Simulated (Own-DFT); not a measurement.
Simulation results for Hf₃₆O₇₁ (tetragonal hafnia with one neutral oxygen vacancy, atoms displaced)

All values are calculated (Own-DFT development build). A calculation, not a measurement: plane-wave PBE and HSE06 DFT by an unreviewed code, no spin, of a simulated cell at Gamma alone, so results move with cell size and shape, stress positive in tension, energies less offsets, not probed for a lower state with spin; hafnium file: forces about 75 meV/angstrom off all-electron values; oxygen file: force components 24 meV/angstrom off all-electron in a glass; k mesh not checked against a denser one; forces and stress are PBE's, HSE06 gives the energy alone, and its difference from PBE has offsets of its own; offsets are fitted by least squares, one for each functional and potential file, so energies compare only between cells with the same atoms and settings and are not formation energies; the far tail of each file's local potential was reset to the Coulomb form; each entry is a single point on an unrelaxed cell, so the pressure reflects the starting lattice, taken from the Materials Project, from which strain is counted, and rises with the displacements; printed positions are rounded, which can move forces by about a meV/angstrom; the program is a retired in-house code; no spin-orbit coupling.

Settings shared by all entries: first functional PBE; second functional HSE06; exact exchange share 0.25; screening 0.11 1/bohr; exchange divergence Gygi-Baldereschi; potential files PseudoDojo norm-conserving, scalar-relativistic, made for PBE, standard set; wave cutoff 48 hartree; occupations fixed; k mesh 1 x 1 x 1 centred on Gamma.

(1) Hf₃₆O₇₁ (tetragonal hafnia with one neutral oxygen vacancy, atoms displaced)

```cif
# cell vector a (Å): 10.7800 0.0000 0.0000
# cell vector b (Å): 0.0000 10.7800 0.0000
# cell vector c (Å): 0.0000 0.0000 10.4493
data_Hf36O71
_symmetry_space_group_name_H-M 'P 1'
_symmetry_Int_Tables_number 1
_cell_length_a 10.7800
_cell_length_b 10.7800
_cell_length_c 10.4493
_cell_angle_alpha 90.000
_cell_angle_beta 90.000
_cell_angle_gamma 90.000
_cell_volume 1214.30
loop_
_atom_site_label
_atom_site_type_symbol
_atom_site_fract_x
_atom_site_fract_y
_atom_site_fract_z
_atom_site_occupancy
Hf1 Hf 0.99942 0.00250 0.00468 1
Hf2 Hf 0.16886 0.16655 0.24764 1
O1 O 0.00510 0.17207 0.15668 1
O2 O 0.16467 0.99254 0.34253 1
O3 O 0.00199 0.16423 0.40359 1
O4 O 0.17272 0.00132 0.08635 1
Hf3 Hf 0.99387 0.00424 0.49648 1
Hf4 Hf 0.16455 0.16574 0.75872 1
O5 O 0.00442 0.16074 0.65221 1
O6 O 0.16585 0.00284 0.85096 1
O7 O 0.00609 0.16657 0.89911 1
O8 O 0.15846 0.00077 0.59899 1
Hf5 Hf 0.99843 0.33045 0.00524 1
Hf6 Hf 0.16184 0.49964 0.24777 1
O9 O 0.99664 0.49545 0.15284 1
O10 O 0.16682 0.33671 0.34620 1
O11 O 0.99122 0.49045 0.40308 1
O12 O 0.16442 0.32499 0.09770 1
Hf7 Hf 0.00071 0.33257 0.49496 1
Hf8 Hf 0.15839 0.48975 0.74875 1
O13 O 0.99757 0.49891 0.65134 1
O14 O 0.16664 0.34440 0.84254 1
O15 O 0.99752 0.50093 0.90985 1
O16 O 0.16417 0.32851 0.59739 1
Hf9 Hf 0.00434 0.66917 0.00841 1
Hf10 Hf 0.16358 0.83881 0.25273 1
O17 O 0.00752 0.83469 0.14962 1
O18 O 0.16424 0.66107 0.35351 1
O19 O 0.00439 0.83293 0.40397 1
O20 O 0.16693 0.66361 0.09609 1
Hf11 Hf 0.98520 0.67508 0.50401 1
Hf12 Hf 0.16434 0.83397 0.74992 1
O21 O 0.99553 0.83799 0.65100 1
O22 O 0.16750 0.66519 0.84866 1
O23 O 0.99707 0.83147 0.90232 1
O24 O 0.16228 0.66224 0.59203 1
Hf13 Hf 0.32350 0.00638 0.99559 1
Hf14 Hf 0.49724 0.16612 0.25056 1
O25 O 0.33760 0.16841 0.15086 1
O26 O 0.48945 0.00068 0.34805 1
O27 O 0.33581 0.17819 0.40444 1
O28 O 0.51358 0.00333 0.10329 1
Hf15 Hf 0.33532 0.99734 0.49849 1
Hf16 Hf 0.49996 0.15831 0.75306 1
O29 O 0.33535 0.16504 0.65279 1
O30 O 0.50673 0.00098 0.84637 1
O31 O 0.33203 0.16901 0.89898 1
O32 O 0.50622 0.00661 0.60007 1
Hf17 Hf 0.32920 0.33048 0.99856 1
Hf18 Hf 0.50401 0.50468 0.24538 1
O33 O 0.33074 0.49640 0.15595 1
O34 O 0.50372 0.33182 0.33973 1
O35 O 0.33494 0.49989 0.40191 1
O36 O 0.49981 0.33140 0.09692 1
Hf19 Hf 0.33788 0.33596 0.49551 1
Hf20 Hf 0.49744 0.49769 0.75333 1
O37 O 0.33879 0.50482 0.64671 1
O38 O 0.50180 0.33788 0.84762 1
O39 O 0.32853 0.50429 0.90034 1
O40 O 0.49989 0.33532 0.59988 1
Hf21 Hf 0.33242 0.67104 0.99507 1
Hf22 Hf 0.50314 0.83353 0.25712 1
O41 O 0.33237 0.83596 0.15072 1
O42 O 0.50247 0.66617 0.33239 1
O43 O 0.34353 0.83758 0.39683 1
O44 O 0.50865 0.67274 0.09785 1
Hf23 Hf 0.33355 0.66697 0.50192 1
Hf24 Hf 0.49658 0.82893 0.75373 1
O45 O 0.33577 0.84019 0.65134 1
O46 O 0.50482 0.66376 0.85329 1
O47 O 0.33122 0.82797 0.90888 1
O48 O 0.50200 0.66274 0.59553 1
Hf25 Hf 0.66571 0.00294 0.99780 1
Hf26 Hf 0.83571 0.17051 0.24637 1
O49 O 0.65848 0.17375 0.15062 1
O50 O 0.83243 0.99118 0.34795 1
O51 O 0.82488 0.00644 0.10708 1
Hf27 Hf 0.66501 0.99708 0.50788 1
Hf28 Hf 0.83223 0.16494 0.74983 1
O52 O 0.67431 0.17081 0.65105 1
O53 O 0.83323 0.99466 0.84209 1
O54 O 0.66390 0.16053 0.90062 1
O55 O 0.83011 0.00254 0.60328 1
Hf29 Hf 0.67216 0.33481 0.99089 1
Hf30 Hf 0.83793 0.49699 0.25849 1
O56 O 0.65872 0.49594 0.16127 1
O57 O 0.82525 0.33276 0.34219 1
O58 O 0.66212 0.50255 0.40770 1
O59 O 0.83135 0.32888 0.09891 1
Hf31 Hf 0.66478 0.32035 0.49770 1
Hf32 Hf 0.83000 0.50258 0.75991 1
O60 O 0.67339 0.49862 0.64316 1
O61 O 0.84106 0.33986 0.84633 1
O62 O 0.67014 0.50243 0.90018 1
O63 O 0.83174 0.33117 0.59637 1
Hf33 Hf 0.66815 0.66558 0.00338 1
Hf34 Hf 0.83804 0.83474 0.25259 1
O64 O 0.67364 0.83188 0.15329 1
O65 O 0.82985 0.65931 0.34545 1
O66 O 0.66848 0.82690 0.40287 1
O67 O 0.82840 0.67433 0.10099 1
Hf35 Hf 0.66553 0.66438 0.50147 1
Hf36 Hf 0.83673 0.83441 0.74961 1
O68 O 0.67053 0.83411 0.64723 1
O69 O 0.83592 0.66826 0.84795 1
O70 O 0.67123 0.83061 0.90220 1
O71 O 0.82268 0.67558 0.59955 1
```

- PBE energy of cell above offsets: -96.246 eV
- HSE06 less PBE above offsets: 0.101 eV
- PBE pressure: 2.54 GPa
- PBE stress xx: -0.59 GPa
- PBE stress yy: -4.14 GPa
- PBE stress zz: -2.89 GPa
- PBE stress yz: 0.62 GPa
- PBE stress xz: 0.05 GPa
- PBE stress xy: 0.02 GPa

Force:
| element | x (eV/Å) | y (eV/Å) | z (eV/Å) |
| --- | --- | --- | --- |
| Hf | -1.168 | -1.031 | -0.947 |
| Hf | 1.075 | 1.219 | 1.107 |
| O | -0.49 | -0.867 | -0.784 |
| O | 0.367 | 2.773 | 0.738 |
| O | -0.138 | 0.443 | -1.171 |
| O | -2.66 | 0.482 | 2.01 |
| Hf | -0.026 | -0.421 | 1.589 |
| Hf | 0.205 | 0.883 | -2.829 |
| O | -1.072 | 0.171 | 0.58 |
| O | 0.47 | -1.223 | 0.071 |
| O | -0.311 | -0.029 | 1.023 |
| O | 1.405 | -0.492 | -0.625 |
| Hf | -0.387 | 1.329 | -0.777 |
| Hf | 1.683 | 0.907 | 0.698 |
| O | 0.174 | 0.062 | -0.144 |
| O | -0.415 | -1.036 | -0.352 |
| O | -0.141 | 1.823 | -0.477 |
| O | 0.303 | 0.027 | -0.301 |
| Hf | -0.194 | -0.2 | 2.089 |
| Hf | 1.075 | 4.077 | -2.057 |
| O | -0.847 | 0.223 | 0.316 |
| O | 0.06 | -4.138 | 2.255 |
| O | 0.368 | -0.196 | 0.074 |
| O | 0.476 | 0.488 | -0.137 |
| Hf | -1.295 | -0.523 | -1.415 |
| Hf | 2.047 | -3.596 | -0.463 |
| O | -1.004 | 0.684 | -0.063 |
| O | -0.064 | 0.935 | -1.193 |
| O | -0.506 | 0.178 | -0.438 |
| O | 0.178 | -0.085 | 0.565 |
| Hf | 1.676 | -1.825 | 0.03 |
| Hf | -0.499 | -0.939 | -0.351 |
| O | 1.105 | -0.709 | -0.2 |
| O | -0.324 | 0.683 | -0.63 |
| O | 0.655 | 1.144 | 0.416 |
| O | 0.068 | 1.149 | 0.495 |
| Hf | 3.683 | -1.53 | 0.53 |
| Hf | 1.165 | 0.312 | -0.487 |
| O | -1.723 | -0.614 | -0.551 |
| O | 0.664 | 0.558 | 1.016 |
| O | -0.755 | -2.83 | -0.844 |
| O | -2.238 | -0.317 | -0.768 |
| Hf | 0.02 | 1.275 | 0.57 |
| Hf | 0.072 | 2.107 | -1.527 |
| O | -0.401 | -0.5 | 0.734 |
| O | -0.885 | -1.468 | 0.433 |
| O | -0.088 | -0.158 | -0.161 |
| O | -1.392 | -0.118 | 0.133 |
| Hf | 1.945 | 2.295 | 1.03 |
| Hf | -1.971 | -1.389 | 0.776 |
| O | -0.337 | -0.028 | -0.611 |
| O | 0.434 | 0.052 | 1.236 |
| O | 0.102 | 0.564 | 0.191 |
| O | -0.47 | 0.219 | -1.606 |
| Hf | -0.185 | 1.29 | 1.358 |
| Hf | 0.512 | 0.341 | -1.645 |
| O | -1.169 | -0.183 | 0.833 |
| O | 0.06 | -1.431 | 0.229 |
| O | 0.608 | -0.999 | 0.257 |
| O | 0.377 | -0.453 | -0.553 |
| Hf | 0.578 | -2.095 | 1.941 |
| Hf | 0.382 | 0.224 | -2.318 |
| O | -0.218 | 0.162 | 0.44 |
| O | -0.465 | 0.523 | 2.208 |
| O | -0.807 | -1.03 | 1.155 |
| O | -1.821 | -0.302 | -0.441 |
| Hf | -0.873 | -1.383 | -0.612 |
| Hf | 2.154 | -0.461 | -0.132 |
| O | -0.511 | -0.06 | 0.181 |
| O | -0.616 | 0.658 | -0.799 |
| O | 0.22 | 2.78 | -2.016 |
| O | -0.758 | 0.989 | 0.447 |
| Hf | -0.176 | -2.005 | 1.143 |
| Hf | -2.318 | -1.104 | 0.144 |
| O | 2.089 | 0.091 | 0.863 |
| O | 0.307 | 2.114 | 0.747 |
| O | 2.29 | 0.258 | -1.102 |
| Hf | 1.06 | -0.379 | -1.352 |
| Hf | 1.102 | 0.348 | -0.914 |
| O | -1.688 | -0.239 | -0.07 |
| O | 0.511 | 1.854 | 1.419 |
| O | 0.768 | 2.015 | -0.716 |
| O | 0.517 | 0.196 | -0.786 |
| Hf | -2.057 | -0.459 | 1.749 |
| Hf | -1.71 | 0.491 | -0.906 |
| O | 3.59 | -0.097 | -1.965 |
| O | -0.162 | -1.202 | 0.879 |
| O | 0.108 | -1.254 | -0.541 |
| O | 0.578 | -0.24 | -0.417 |
| Hf | 0.039 | 1.601 | 0.27 |
| Hf | -0.098 | 0.681 | -2.139 |
| O | -0.705 | 0.139 | 2.079 |
| O | -0.592 | -2.228 | 0.959 |
| O | 0.28 | -0.605 | 0.195 |
| O | 0.74 | -0.65 | -0.665 |
| Hf | 0.098 | 1.306 | -0.019 |
| Hf | -1.909 | -1.511 | -1.063 |
| O | -0.304 | 0.341 | 0.675 |
| O | 1.058 | 1.65 | 1.008 |
| O | -0.424 | 1.509 | -0.145 |
| O | 1.983 | -0.795 | -0.077 |
| Hf | -0.558 | -0.869 | -0.278 |
| Hf | -1.609 | -1.194 | 0.369 |
| O | -1.635 | 0.532 | 1.13 |
| O | 0.176 | -0.023 | 0.092 |
| O | -0.551 | 0.489 | -0.018 |
| O | 2.056 | -0.139 | 0.125 |

(2) Hf₃₆O₇₁ (tetragonal hafnia with one neutral oxygen vacancy, atoms displaced)

```cif
# cell vector a (Å): 10.7800 0.0000 0.0000
# cell vector b (Å): 0.0000 10.7800 0.0000
# cell vector c (Å): 0.0000 0.0000 10.4493
data_Hf36O71
_symmetry_space_group_name_H-M 'P 1'
_symmetry_Int_Tables_number 1
_cell_length_a 10.7800
_cell_length_b 10.7800
_cell_length_c 10.4493
_cell_angle_alpha 90.000
_cell_angle_beta 90.000
_cell_angle_gamma 90.000
_cell_volume 1214.30
loop_
_atom_site_label
_atom_site_type_symbol
_atom_site_fract_x
_atom_site_fract_y
_atom_site_fract_z
_atom_site_occupancy
Hf1 Hf 0.00099 0.99824 0.99798 1
Hf2 Hf 0.18111 0.16692 0.24268 1
O1 O 0.00908 0.16501 0.15139 1
O2 O 0.16913 0.99846 0.34651 1
O3 O 0.00363 0.15501 0.40103 1
O4 O 0.15997 0.00470 0.09669 1
Hf3 Hf 0.99641 0.99880 0.50438 1
Hf4 Hf 0.16973 0.17740 0.75027 1
O5 O 0.00671 0.15706 0.63528 1
O6 O 0.15097 0.99929 0.84630 1
O7 O 0.00451 0.15934 0.89510 1
Hf5 Hf 0.01338 0.32294 0.99509 1
Hf6 Hf 0.16968 0.49305 0.24997 1
O8 O 0.99702 0.49461 0.16102 1
O9 O 0.16533 0.32788 0.35308 1
O10 O 0.00379 0.49254 0.41686 1
O11 O 0.17252 0.33381 0.09166 1
Hf7 Hf 0.00611 0.32885 0.50512 1
Hf8 Hf 0.17309 0.50942 0.76292 1
O12 O 0.01300 0.50801 0.65318 1
O13 O 0.16764 0.33127 0.84300 1
O14 O 0.00058 0.50235 0.91618 1
O15 O 0.16365 0.33222 0.59974 1
Hf9 Hf 0.99642 0.67428 0.00072 1
Hf10 Hf 0.16373 0.83159 0.25686 1
O16 O 0.99077 0.82349 0.15869 1
O17 O 0.15696 0.67105 0.35415 1
O18 O 0.99512 0.84257 0.40472 1
O19 O 0.17228 0.67268 0.09954 1
Hf11 Hf 0.00119 0.66903 0.49173 1
Hf12 Hf 0.17037 0.82590 0.73762 1
O20 O 0.00801 0.83635 0.63186 1
O21 O 0.15949 0.66464 0.84981 1
O22 O 0.00108 0.82975 0.88975 1
O23 O 0.15586 0.66449 0.59536 1
Hf13 Hf 0.32334 0.98775 0.98798 1
Hf14 Hf 0.49361 0.16308 0.25268 1
O24 O 0.34457 0.16300 0.14681 1
O25 O 0.50351 0.02074 0.34520 1
O26 O 0.32844 0.16976 0.40197 1
O27 O 0.50414 0.99577 0.09141 1
Hf15 Hf 0.32347 0.00305 0.50275 1
Hf16 Hf 0.50481 0.17858 0.74568 1
O28 O 0.33470 0.18600 0.64934 1
O29 O 0.51301 0.01314 0.84071 1
O30 O 0.32450 0.16737 0.91071 1
O31 O 0.50375 0.99981 0.59302 1
Hf17 Hf 0.33614 0.32955 0.99111 1
Hf18 Hf 0.50140 0.50346 0.25937 1
O32 O 0.32166 0.50935 0.14932 1
O33 O 0.49776 0.32853 0.34243 1
O34 O 0.32521 0.49469 0.40330 1
O35 O 0.50686 0.32020 0.10303 1
Hf19 Hf 0.33924 0.35029 0.50667 1
Hf20 Hf 0.50229 0.49018 0.75555 1
O36 O 0.33085 0.48686 0.65873 1
O37 O 0.49332 0.32638 0.85120 1
O38 O 0.32961 0.50985 0.89093 1
O39 O 0.49290 0.33942 0.59879 1
Hf21 Hf 0.32950 0.65832 0.01064 1
Hf22 Hf 0.49952 0.83020 0.24994 1
O40 O 0.33102 0.83407 0.15144 1
O41 O 0.49897 0.65043 0.33577 1
O42 O 0.32335 0.84234 0.39806 1
O43 O 0.50287 0.67026 0.10449 1
Hf23 Hf 0.33160 0.66590 0.50603 1
Hf24 Hf 0.50934 0.82453 0.75256 1
O44 O 0.33550 0.82814 0.64220 1
O45 O 0.50378 0.68298 0.85092 1
O46 O 0.31801 0.83664 0.89557 1
O47 O 0.49539 0.67795 0.59465 1
Hf25 Hf 0.66582 0.00218 0.01330 1
Hf26 Hf 0.82803 0.17115 0.25296 1
O48 O 0.66634 0.16905 0.16557 1
O49 O 0.82865 0.00775 0.34017 1
O50 O 0.67006 0.17250 0.39595 1
O51 O 0.84164 0.99064 0.11179 1
Hf27 Hf 0.65086 0.00205 0.50601 1
Hf28 Hf 0.83097 0.16263 0.73142 1
O52 O 0.66939 0.16698 0.65327 1
O53 O 0.84379 0.99157 0.84520 1
O54 O 0.65731 0.18077 0.89531 1
O55 O 0.82404 0.98825 0.59504 1
Hf29 Hf 0.67409 0.33276 0.99805 1
Hf30 Hf 0.82966 0.50501 0.25385 1
O56 O 0.67685 0.48770 0.15066 1
O57 O 0.83628 0.33907 0.34742 1
O58 O 0.66683 0.49173 0.40394 1
O59 O 0.83492 0.33587 0.10144 1
Hf31 Hf 0.68401 0.33446 0.48719 1
Hf32 Hf 0.83172 0.50394 0.75806 1
O60 O 0.66547 0.49949 0.64244 1
O61 O 0.82532 0.32529 0.84466 1
O62 O 0.66063 0.50010 0.89755 1
O63 O 0.83476 0.32802 0.59348 1
Hf33 Hf 0.66523 0.67616 0.99421 1
Hf34 Hf 0.84724 0.82972 0.26135 1
O64 O 0.65897 0.83114 0.14524 1
O65 O 0.85483 0.66611 0.32857 1
O66 O 0.66031 0.83464 0.39978 1
O67 O 0.83269 0.64756 0.10181 1
Hf35 Hf 0.68166 0.66924 0.51808 1
Hf36 Hf 0.82410 0.83750 0.75109 1
O68 O 0.66251 0.82027 0.65642 1
O69 O 0.83077 0.67794 0.85463 1
O70 O 0.65039 0.83813 0.89768 1
O71 O 0.83091 0.66350 0.60190 1
```

- PBE energy of cell above offsets: -88.528 eV
- HSE06 less PBE above offsets: 0.430 eV
- PBE pressure: 5.34 GPa
- PBE stress xx: -4.38 GPa
- PBE stress yy: -6.76 GPa
- PBE stress zz: -4.89 GPa
- PBE stress yz: -0.23 GPa
- PBE stress xz: -0.29 GPa
- PBE stress xy: 0.06 GPa

Force:
| element | x (eV/Å) | y (eV/Å) | z (eV/Å) |
| --- | --- | --- | --- |
| Hf | -0.551 | 0.382 | -0.356 |
| Hf | -1.516 | -0.473 | 1.478 |
| O | -0.745 | 0.885 | -0.591 |
| O | 0.214 | 0.278 | 0.19 |
| O | -0.406 | 1.76 | 0.019 |
| O | 1.491 | -1.068 | -0.109 |
| Hf | 0.749 | 1.543 | -0.499 |
| Hf | -0.266 | -2.883 | -1.564 |
| O | -0.891 | -0.046 | 2.101 |
| O | 1.682 | -0.229 | -1.258 |
| O | -0.453 | 1.532 | 0.06 |
| Hf | -2.673 | 0.251 | 1.663 |
| Hf | -3.045 | -0.315 | 1.126 |
| O | 2.026 | 0.154 | 0.498 |
| O | -0.07 | 0.772 | -1.462 |
| O | -0.166 | 1.477 | -0.722 |
| O | 0.7 | 0.035 | 0.582 |
| Hf | 0.646 | -1.008 | -1.751 |
| Hf | -2.189 | -1.808 | -2.226 |
| O | -2.835 | -0.498 | 1.814 |
| O | -0.177 | 2.173 | 1.719 |
| O | -0.438 | -0.655 | -1.082 |
| O | 0.715 | -0.103 | 0.423 |
| Hf | 0.108 | -0.752 | 0.85 |
| Hf | 0.716 | 0.836 | -0.814 |
| O | 3.205 | -0.458 | -1.905 |
| O | 0.327 | -0.954 | -0.376 |
| O | -0.299 | -1.563 | -1.826 |
| O | -2.122 | 0.244 | 0.118 |
| Hf | 0.513 | -1.127 | 0.54 |
| Hf | -1.191 | 1.671 | 0.793 |
| O | -1.112 | -0.128 | 2.044 |
| O | 0.434 | 1.421 | 0.558 |
| O | -0.141 | -0.126 | 1.157 |
| O | 3.407 | 0.278 | 0.802 |
| Hf | 0.476 | 2.238 | 1.848 |
| Hf | 1.133 | 4.312 | -1.908 |
| O | -2.407 | -0.002 | -0.501 |
| O | 0.422 | -6.448 | 2.25 |
| O | -0.056 | -0.403 | 0.423 |
| O | -1.608 | -0.35 | 0.385 |
| Hf | -0.449 | 0.92 | -0.744 |
| Hf | -0.411 | -2.656 | -0.046 |
| O | -0.014 | -1.783 | 1.022 |
| O | -1.22 | -1.328 | -0.27 |
| O | -0.39 | -1.03 | -1.47 |
| O | -3.512 | -0.007 | 1.503 |
| Hf | 1.702 | -0.164 | 2.068 |
| Hf | 1.198 | -6.102 | -4.33 |
| O | 2.626 | -0.378 | -0.405 |
| O | -0.413 | 1.696 | 1.55 |
| O | 0.211 | 3.307 | -1.007 |
| O | -1.453 | 1.617 | -2.32 |
| Hf | -2.249 | -4.723 | -0.457 |
| Hf | 0.112 | 0.581 | -0.916 |
| O | 0.784 | 1.665 | -0.666 |
| O | -0.723 | 2.852 | 0.195 |
| O | 1.319 | -1.187 | 1.263 |
| O | 3.694 | 0.361 | 1.139 |
| Hf | 0.869 | 1.683 | -0.107 |
| Hf | 0.415 | 0.791 | -0.557 |
| O | 0.283 | 0.269 | 0.011 |
| O | -0.792 | 6.033 | 3.685 |
| O | 1.294 | -1.955 | 0.439 |
| O | -0.672 | -0.707 | -1.062 |
| Hf | -0.921 | 1.385 | -0.864 |
| Hf | -2.872 | 4.248 | -0.92 |
| O | -0.391 | 0.265 | 0.645 |
| O | -0.53 | -4.944 | 1.231 |
| O | 0.666 | -2.066 | -0.628 |
| O | 0.93 | -1.198 | 0.051 |
| Hf | 0.383 | 0.732 | -0.726 |
| Hf | 2.057 | -0.156 | -0.313 |
| O | 0.157 | -1.064 | -2.456 |
| O | 0.066 | -1.799 | 1.46 |
| O | 0.3 | -0.582 | 1.807 |
| O | -1.135 | 0.499 | -2.253 |
| Hf | 3.531 | 0.899 | -4.224 |
| Hf | 1.916 | 0.098 | 2.202 |
| O | -1.086 | -0.026 | -1.571 |
| O | -1.127 | 1.821 | 0.182 |
| O | 0.955 | -2.419 | 0.695 |
| O | -0.226 | 0.33 | 0.768 |
| Hf | 0.188 | 0.381 | 2.493 |
| Hf | 0.887 | -2.85 | -2.485 |
| O | -2.867 | 0.887 | 0.509 |
| O | -0.243 | -0.88 | 0.969 |
| O | 0.147 | 3.564 | -0.919 |
| O | 0.953 | -1.194 | -1.474 |
| Hf | -1.766 | -1.365 | 0.336 |
| Hf | 1.374 | -1.028 | -0.304 |
| O | 0.322 | 0.537 | 1.688 |
| O | 0.945 | 1.442 | -0.962 |
| O | -0.071 | 0.576 | -0.6 |
| O | 0.907 | 0 | 1.432 |
| Hf | 0.379 | -0.675 | 2.056 |
| Hf | -3.503 | 4.575 | -1.107 |
| O | 1.495 | -0.139 | 0.319 |
| O | -0.426 | -0.188 | 4.506 |
| O | -0.069 | -1.188 | 0.983 |
| O | -0.652 | 1.589 | -1.943 |
| Hf | -4.984 | -0.485 | -2.997 |
| Hf | 2.829 | 0.62 | -0.214 |
| O | 1.419 | -0.046 | -1.417 |
| O | -0.63 | -1.591 | -0.377 |
| O | 1.869 | 0.74 | 0.384 |
| O | 3.005 | 0.091 | 1.027 |
